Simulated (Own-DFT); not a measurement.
AlN (wurtzite, atoms displaced), AlN (wurtzite, strained, atoms displaced), Si3N4 (beta silicon nitride, atoms displaced) (calculated)

Computed with Own-DFT development build. A calculation, not a measurement: plane-wave PBE density functional theory by an unreviewed code, no spin, of a simulated periodic cell, stress positive in tension, free energy of the whole cell less one offset for each atom, some atoms lie very close together; forces on such cells moved up to 12 meV/angstrom on a denser k mesh; offsets are fitted by least squares, one for each functional and potential file, so energies compare only between cells with the same atoms and settings and are not formation energies; the far tail of each file's local potential was reset to the Coulomb form; each entry is a single point on an unrelaxed cell, so the pressure reflects the starting lattice, mostly measured values (interpolated for alloys), from which strain is counted, and rises with the displacements; printed positions are rounded, which can move forces by about a meV/angstrom; the program, named Own-DFT, is a retired in-house code; no spin-orbit coupling; before rounding, a Quantum ESPRESSO 7.3.1 run of the same cell and cutoff gave forces within 1 meV/angstrom rms on each cell, which checks the program and not the settings.

Settings shared by all entries: functional PBE; potential files PseudoDojo norm-conserving, scalar-relativistic, standard set; wave cutoff 42 hartree; occupations Fermi-Dirac; smearing width 0.1 eV.

(1) 
```xyz
72
Lattice="9.3360 0.0000 0.0000 -4.6680 8.0852 0.0000 0.0000 0.0000 9.9640" Properties=species:S:1:pos:R:3:force_x:R:1:force_y:R:1:force_z:R:1 formula=AlN k_mesh=3_x_3_x_2_centred_on_Gamma free_energy_of_cell_above_offsets=-10.054 pressure=13.38 stress_xx=-14.57 stress_yy=-13.65 stress_zz=-11.93 stress_yz=1.12 stress_xz=1.18 stress_xy=3.48
Al    -0.0761     1.7923     0.0659      0.795      0.842     -1.392
Al     1.5273     0.8309     2.5950      -0.71      1.626     -0.507
N     -0.2535     1.9514     1.8638      3.493      0.062      1.464
N      1.4821     0.8909     4.5484       2.03      0.245     -2.458
Al     0.0007     1.8336     5.0662      1.069      2.192     -0.059
Al     1.5277     1.1012     7.5702       0.65     -3.749     -1.197
N     -0.0177     1.6822     6.9133      1.156      3.762      -0.23
N      1.5456     0.9486     9.3711      0.304      0.166      2.114
Al    -1.5198     4.6362     9.8444     -0.785     -3.624      1.254
Al     0.2199     3.7566     2.4853     -8.977      -4.74      3.705
N     -1.5944     4.6578     1.8656      0.204     -3.367     -1.262
N      0.1224     3.7408     4.5724      0.093     -1.522     -1.391
Al    -1.5085     4.6140     4.9606      0.825     -7.012      2.168
Al    -0.0108     3.5732     7.4331      0.273     -0.326     -1.338
N     -1.4471     4.4839     6.7897     -2.627      0.487       1.13
N      0.0828     3.7853     9.1855     -0.947     -1.255      3.809
Al    -2.9860     7.0897     0.0437     -0.914      2.956      -0.09
Al    -1.6190     6.1612     2.6923      0.372      3.538     -9.828
N     -3.2557     7.1850     1.9494      4.373      1.191     -0.529
N     -1.5257     6.0772     4.2519     -0.119      7.293      7.487
Al    -3.0693     7.1645     4.9026     -0.702     -0.284       2.26
Al    -1.4938     6.2860     7.4204     -1.983      0.373     -0.774
N     -3.1201     7.2946     6.7807      1.476     -1.121      1.697
N     -1.5053     6.3374     9.2707       0.74      0.519      0.598
Al     3.0645     2.0218     9.9299      0.541     -12.95      2.701
Al     4.7443     0.9323     2.5867      0.281     -1.576     -1.712
N      3.1972     1.6592     2.0696     -2.331      1.302     -1.555
N      4.4821     0.8554     4.3849      5.189     -1.808      0.666
Al     3.1757     1.7645     4.8841      -5.11       2.23       1.75
Al     4.4337     0.9262     7.3114      9.601     -5.724      4.244
N      3.2022     1.8406     6.9751     -6.943      0.977     -4.556
N      4.6632     0.9870     9.2822     -0.797     -1.819       0.97
Al     1.5608     4.6267     0.0538      0.076     -3.248      0.393
Al     3.1512     3.4481     2.3742     -1.146      3.167      0.863
N      1.4675     4.5964     2.0219      8.131      3.416     -4.422
N      2.9793     3.6271     4.5265      13.81     -9.015     -7.239
Al     1.9092     4.4009     5.1791        -15      9.826      4.063
Al     3.1783     3.4394     7.4198     -0.458      6.199      2.837
N      1.5594     4.4827     7.0036      2.837      0.416     -0.208
N      3.1392     3.5122     9.5612     -0.456      11.44     -3.918
Al     0.0896     7.0630     0.0613     -1.754      3.127     -0.509
Al     1.5963     6.5649     2.5054     -3.008     -5.003      1.634
N      0.0329     7.2053     1.9275     -1.493      0.802     -0.025
N      1.7498     6.3277     4.2763     -2.086     -0.229       3.96
Al    -0.0804     7.0898     5.0557      2.446     -0.448     -4.909
Al     1.6205     6.3869     7.5217     -0.034     -0.656     -1.618
N      0.0243     7.1477     6.7427      0.204      0.644      4.275
N      1.6279     6.2846     9.3962       0.03      1.276     -0.696
Al     6.1984     1.6457     0.1463       0.32      1.518     -4.507
Al     7.6450     1.0816     2.6150      5.473      -3.64      1.756
N      6.3733     1.8462     1.8844     -5.936      1.171      1.458
N      7.9333     0.9652     4.4813     -3.797     -0.673     -1.011
Al     6.1877     1.8344     5.0723      1.435     -0.925     -0.947
Al     7.8542     0.9169     7.4594     -1.074     -1.117      1.554
N      6.3012     1.6089     6.8866     -3.046      2.638     -0.735
N      7.8240     0.8219     9.3578     -1.061      1.039      0.384
Al     4.6690     4.5682     9.9312      1.124     -1.724     -0.358
Al     6.1591     3.5977     2.4673      1.288      1.888     -1.142
N      4.6160     4.4699     1.7586      0.159        0.4      3.661
N      6.1882     3.6981     4.3971      1.058     -2.541     -0.414
Al     4.6792     4.4397     4.9359     -1.205      1.775      0.964
Al     6.1284     3.5923     7.3492      5.488     -3.034      3.228
N      4.8099     4.5557     6.9759      -4.91      -1.08     -2.352
N      6.1789     3.4736     9.4315      1.013      1.834     -1.283
Al     3.1296     7.1805     9.9069      1.048       0.96      2.357
Al     4.6832     6.4312     2.5497     -3.745     -3.382      0.661
N      3.0559     7.2132     2.1278      4.711      3.537     -3.834
N      4.6965     6.2404     4.4776      1.156     -0.387      -1.68
Al     3.2352     7.1681     4.9680     -1.206      1.483       0.54
Al     4.5105     6.1831     7.5663      4.547       2.49       0.44
N      3.3321     7.2597     6.9173     -4.295     -0.968     -0.823
N      4.7461     6.3901     9.4901     -1.158     -1.859     -1.533
```

Units: free_energy_of_cell_above_offsets in eV; pressure, stress_xx, stress_yy, stress_zz, stress_yz, stress_xz, stress_xy in GPa; force_x, force_y, force_z in eV/Å.

(2) 
```xyz
72
Lattice="9.5205 -0.1250 0.1373 -4.8685 8.2720 -0.0130 0.1466 0.0686 9.8088" Properties=species:S:1:pos:R:3:force_x:R:1:force_y:R:1:force_z:R:1 formula=AlN k_mesh=3_x_3_x_2_centred_on_Gamma free_energy_of_cell_above_offsets=-26.975 pressure=2.83 stress_xx=4.16 stress_yy=0.86 stress_zz=-13.52 stress_yz=1.77 stress_xz=3.99 stress_xy=-3.92
Al    -0.0132     1.9007     0.0134     -0.464     -1.587     -0.547
Al     1.6246     0.8879     2.4309      0.213      1.777      1.538
N      0.0762     1.8823     1.9141     -0.399     -0.136     -0.788
N      1.5656     1.0020     4.3554      0.895     -0.864     -0.158
Al     0.0255     1.8781     4.9507     -0.183      0.366     -1.129
Al     1.7413     0.9029     7.3928     -1.162     -0.361      -1.24
N      0.1228     1.8554     6.8072      0.284     -0.175      0.564
N      1.7777     0.9607     9.2027     -2.498     -0.863      1.754
Al    -1.6213     4.6021     0.0659     -1.623     -0.328     -1.294
Al    -0.0731     3.7007     2.4837      1.306      0.068     -0.015
N     -1.6252     4.6546     1.9611      0.693     -1.175     -1.432
N      0.0353     3.7255     4.3226     -1.044      -0.91      0.819
Al    -1.5944     4.7020     4.8997      0.544     -2.567      0.674
Al     0.0970     3.6281     7.4329     -0.874      1.347     -2.206
N     -1.5293     4.6229     6.7457      0.874      0.188      1.716
N      0.0626     3.7646     9.2430     -0.163     -0.383      1.181
Al    -3.2684     7.3566     0.0999     -0.121     -0.185     -3.949
Al    -1.6310     6.4251     2.3696      0.534      0.835      2.764
N     -3.1434     7.4287     1.8425      -1.02     -1.142      1.891
N     -1.6035     6.3440     4.4211     -0.236      4.663     -2.315
Al    -3.1929     7.4648     4.9008      0.284     -2.046     -0.173
Al    -1.5351     6.5289     7.4017     -0.772     -1.731     -1.266
N     -3.1551     7.3276     6.7898     -0.107      1.286      0.363
N     -1.5429     6.4856     9.2813      0.437      0.124      0.346
Al     3.0486     1.6997     0.0716      2.726       2.18      0.612
Al     4.7139     0.9047     2.5020      1.196     -1.688      1.628
N      3.2412     1.8337     2.0035     -1.651     -0.443      -1.08
N      4.7801     0.8828     4.5424      0.949     -0.227     -1.944
Al     3.2616     1.7959     4.9775     -0.893      0.341     -0.321
Al     4.8379     0.9334     7.5553       0.39      0.278     -3.783
N      3.1833     1.8789     6.8435      1.431     -1.851      0.107
N      4.8733     0.9212     9.3258     -1.024     -0.743      1.235
Al     1.6425     4.6152     9.8095      1.073      0.143     -0.115
Al     3.2149     3.6254     2.5936     -0.705      0.267     -2.275
N      1.5253     4.5475     1.8643      0.532     -0.477      0.665
N      3.2423     3.6203     4.3830     -1.702     -0.171      0.913
Al     1.5434     4.6195     4.9480      1.048     -1.417     -0.096
Al     3.2527     3.5856     7.3762     -0.584       1.45      1.312
N      1.6848     4.5411     6.8171     -0.707      0.753      0.794
N      3.2017     3.6061     9.3391      0.154      0.802     -0.427
Al     0.1094     7.3401     9.8552     -1.588      1.058       0.05
Al     1.5380     6.3009     2.4329     -0.596      1.437      0.919
N     -0.0931     7.3031     1.8847      0.911      0.263      0.625
N      1.5471     6.3316     4.3482      0.661       1.41      0.331
Al     0.1400     7.3269     5.1130     -1.144      0.057     -13.65
Al     1.6192     6.4108     7.3735     -0.205      0.094     -0.087
N     -0.0448     7.3531     6.6175      0.098      0.334      15.04
N      1.6309     6.5662     9.2874      0.058     -2.743      -0.95
Al     6.4247     1.7682     9.8827      0.747      0.863      0.658
Al     8.0309     0.8607     2.5309     -1.677     -1.248     -0.138
N      6.3276     1.6469     2.0411      1.441      1.925     -0.576
N      7.9068     0.7561     4.4077      1.205      2.832      0.121
Al     6.4258     1.8357     4.9461     -1.032     -0.958      0.696
Al     8.0894     0.8361     7.4184     -1.666      1.068      1.242
N      6.4474     1.8106     6.8705      0.155     -0.418      0.471
N      7.9872     0.7713     9.3717      1.302      2.119     -0.236
Al     4.8352     4.5885     9.9060     -0.676     -0.738     -1.455
Al     6.4091     3.6207     2.6384     -1.755      -1.43     -1.291
N      4.8056     4.4704     1.9047     -0.066      0.825      2.057
N      6.3705     3.6462     4.4693     -0.185     -0.358      0.036
Al     4.7103     4.5137     4.9309      1.469      0.524      1.663
Al     6.4077     3.6507     7.4146     -0.351      -0.23      0.523
N      4.7506     4.4960     6.8768      0.966      1.209     -0.134
N      6.3302     3.6300     9.3713       2.01      -0.15     -0.241
Al     3.0270     7.2243     0.1569      1.346      0.516     -1.608
Al     4.8024     6.2956     2.5188     -1.402      0.297      0.662
N      3.0989     7.2543     1.9415      1.267     -0.245      1.588
N      4.7273     6.2896     4.4311       0.06      1.901     -0.469
Al     3.0972     7.3558     4.9759      0.889     -2.823     -0.761
Al     4.7393     6.4131     7.5331      0.256     -0.944     -3.166
N      3.1622     7.3841     6.8296        0.3     -1.689      0.425
N      4.8255     6.4298     9.2854      -0.43     -0.155      3.321
```

Units: free_energy_of_cell_above_offsets in eV; pressure, stress_xx, stress_yy, stress_zz, stress_yz, stress_xz, stress_xy in GPa; force_x, force_y, force_z in eV/Å.

(3) 
```xyz
112
Lattice="15.2120 0.0000 0.0000 -7.6060 13.1740 0.0000 0.0000 0.0000 5.8180" Properties=species:S:1:pos:R:3:force_x:R:1:force_y:R:1:force_z:R:1 formula=Si3N4 k_mesh=2_x_2_x_4_centred_on_Gamma free_energy_of_cell_above_offsets=106.893 pressure=33.86 stress_xx=-26.11 stress_yy=-29.45 stress_zz=-46.02 stress_yz=3.41 stress_xz=0.03 stress_xy=-0.55
Si    -1.5767     5.2107     0.4417      2.904     -6.347      9.983
Si     0.2478     2.8269     0.8247      1.088     -10.97     -2.899
Si     1.3529     5.5894     0.6313      0.165     -12.06      11.34
Si     5.2191     1.5946     2.2471      14.29      14.96      3.956
Si     3.4812     4.0165     2.0342      4.093     -2.511      5.008
Si     2.5741     0.8933     1.9745      4.012      27.22      48.69
N      2.4480     0.3301     0.9081      -4.14     -25.94     -46.09
N      6.5205     2.2010     0.4046     -15.92     -5.632      0.582
N      2.7333     4.2905     0.5832     -6.502      3.175      9.126
N      1.6073     6.3882     2.0522     -1.223      2.428      0.279
N     -2.4000     4.7293     2.1698       0.86     -1.538     -0.774
N      0.8650     2.2294     2.2170       9.01     -4.024     -7.904
N      0.0251     4.2918     0.6813     -1.924      13.11     -2.024
N      3.9121     2.2142     2.0598     -13.26      6.727     -1.258
Si    -1.6711     4.7079     3.7040      4.665      3.267      -6.22
Si     0.0473     2.4970     3.4169     -0.889       2.53      10.16
Si     1.3405     5.6029     3.4960      -1.26     -3.907      0.851
Si     5.4727     1.4812     5.2528       9.95      9.776     -4.531
Si     3.3539     4.2558     5.0797       11.3     -3.804     -10.64
Si     2.6497     1.4363     5.1670     -5.115     -3.937      -3.38
N      2.3888     0.2951     3.6278     -0.173     -1.561     -0.402
N      6.4431     1.8901     3.5043     -9.264     -4.101     -0.362
N      2.5925     4.4363     3.6502      2.443       0.92     -3.172
N      1.1441     6.2759     5.1984     -1.762      2.667     -12.51
N     -2.3226     4.3834     5.1876     -4.058     -2.727     -4.422
N      1.0698     2.0828     4.9931     -1.965      1.545      2.274
N      0.2887     4.2943     3.4014     -6.961      0.639      2.207
N      4.0916     2.0513     5.0526     -7.394      7.521     -0.909
Si    -5.1859    11.7103     0.6706     -3.951      0.388      2.208
Si    -3.4037     9.2429     0.4193     -6.045      1.758      9.197
Si    -2.4920    12.1305     0.8507      0.436      1.394      0.373
Si     1.3341     8.1928     1.8649      6.496     -4.855       8.27
Si    -0.1224    10.6216     2.1445     -1.454     -4.667      0.137
Si    -1.6080     7.6213     2.1015      3.324      2.489      7.728
N     -1.4206     6.7587     0.7747      0.331      0.897     -2.191
N      2.2638     8.4482     0.7098      5.748      3.131     -6.711
N     -0.8386    10.9335     0.5172     -23.93      15.24      40.33
N      5.2140     0.2075     2.1679     -0.005     -25.79     -1.618
N     -6.3679    11.1722     2.1413      4.268      1.172       2.01
N     -2.6755     8.8913     2.0850     -2.732     -1.125     -1.222
N     -3.8170    10.7903     0.8723      3.783      5.357     -0.782
N     -0.0043     8.6926     2.2682     -9.472      3.734      0.003
Si    -5.6419    11.7046     3.5930      4.765      1.933       2.31
Si    -3.6408     8.9453     3.6887     -3.839      6.451     -11.02
Si    -2.2039    11.8525     3.7357     -5.995      3.528     -0.288
Si     1.3897     7.8128     5.1250      3.998      12.82     -3.531
Si    -0.2485    10.5638     5.3159      21.07     -13.27     -39.11
Si    -1.4310     7.6810     5.2632      2.656      3.783     -8.881
N     -1.5423     6.8297     3.6559      0.343     -1.937      2.229
N      2.5260     8.5228     3.7798     -1.957     -1.115     -1.213
N     -1.0716    10.6059     3.6130      0.865      3.696     -0.202
N      5.1714     0.0540     5.3540     -1.018     -17.56     -0.735
N     -6.2433    11.1553     5.3898      1.712      2.197     -6.774
N     -2.8208     8.6928     4.9138      6.089     -3.462      4.642
N     -3.8856    11.1039     3.6081      1.989     -2.222      0.938
N     -0.1038     8.9732     4.9505      0.768      -8.29      2.342
Si     5.8083     5.0855     0.8735      8.227      3.715     -13.09
Si     7.8233     2.5300     0.8337      13.83      6.999      1.581
Si     9.0239     5.5075     0.9482     -2.221     -7.381     -10.24
Si    13.0962     1.5013     1.9962     -15.32     -11.37      14.13
Si    11.1762     3.8437     1.9382      17.26     -29.77      35.82
Si    10.1488     1.0209     2.2273     -0.195      4.529      0.077
N     10.0232     0.2576     0.6757     -2.621     -13.44      15.14
N     13.9579     1.8488     1.0272      14.56       7.02     -23.95
N     10.8303     4.5907     1.0338     -18.73      27.88     -42.78
N      9.0123     6.1578     2.2613      0.365      11.03      5.708
N      5.2576     4.6276     2.1475     -8.299     -2.732      10.53
N      8.7745     2.1378     2.2333      0.465     -0.855     -1.176
N      7.4207     4.4772     0.7682      6.326     -0.667       0.77
N     11.5930     1.9947     2.0504       -6.5      4.212     -0.255
Si     6.1630     5.4076     3.7585      0.015     -14.44     -1.748
Si     7.7695     2.6165     3.7421      0.682     -1.123     -8.735
Si     9.1300     5.4035     3.6415     -2.989      -3.81       4.19
Si    13.0334     1.4197     5.0837      -0.03      1.707     -0.899
Si    11.2157     3.8137     4.9692     -2.326      0.849      0.803
Si    10.1992     1.0477     5.3655     -6.374      8.601     -17.88
N     10.1662     0.2612     3.7140     -1.289     -3.793       0.71
N     13.6596     1.7675     3.4144      5.137      4.301      11.16
N     10.4609     4.4517     3.3001       1.82     -1.456      8.198
N      9.2145     6.4568     5.2964      0.086     -6.314     -1.919
N      5.5306     4.4589     4.9221     -6.493      0.954      4.703
N      8.5266     2.2406     4.9236      11.01      -5.11      14.06
N      7.6599     4.1302     3.6110      0.054      14.47     -0.464
N     11.2864     2.1037     5.1394      7.942      5.168     -1.054
Si     2.0907    11.5954     0.6399      7.028      5.517      -5.17
Si     3.9356     9.4450     0.8396      -6.72      4.319     -14.01
Si     5.0715    12.0935     0.4444      12.18      3.031      9.512
Si     9.3052     8.2823     2.0898     -5.626     -1.977     -3.029
Si     7.3463    10.5203     2.3477     -1.288     -2.755     -6.439
Si     6.2288     7.6367     2.1793     -3.825      0.639     -3.386
N      6.2430     6.8263     0.7439      -2.86     -1.949     -3.575
N      9.9254     8.8589     0.5485      3.893     -1.188      2.885
N      6.8289    11.1127     0.8456     -5.303      1.613     -4.091
N      5.3233    12.9329     2.3039     -1.191     -1.025      -3.76
N      1.5470    11.0065     1.9384     -3.299     -0.673      8.992
N      4.6384     8.8117     1.8930       8.95     -6.732      15.71
N      3.9206    11.1871     0.5467     -12.63     -9.142      1.346
N      7.4168     8.4819     1.6600      8.821      7.841      3.058
Si     2.1540    11.7361     3.6126      3.189     -0.421      0.018
Si     4.1574     9.2731     3.5555     -4.551     -0.792      1.401
Si     5.1226    11.8620     3.6499      10.05      10.45     -4.616
Si     9.2581     8.0048     5.1143     -4.937       5.74     -1.234
Si     7.4465    10.7417     4.9107       4.31     -4.973      15.29
Si     6.1212     8.0452     5.0473       8.43     -5.675      2.609
N      6.4423     6.8502     3.5502     -0.265      8.628      3.514
N      9.9349     8.4906     3.6026      2.262      0.227      0.516
N      6.5294    10.8926     3.7656     -5.714      2.197     -7.663
N      5.1961    12.9263     4.9273      0.689      3.191      0.014
N      1.2466    11.3555     5.0680      0.646     -0.404     -2.677
N      4.8217     8.8284     5.1648     -6.206      3.802     -1.541
N      3.9408    11.0480     3.6024     -13.65     -9.521     -0.643
N      7.5596     8.9836     5.0047      1.998     -2.235     -1.831
```

Units: free_energy_of_cell_above_offsets in eV; pressure, stress_xx, stress_yy, stress_zz, stress_yz, stress_xz, stress_xy in GPa; force_x, force_y, force_z in eV/Å.
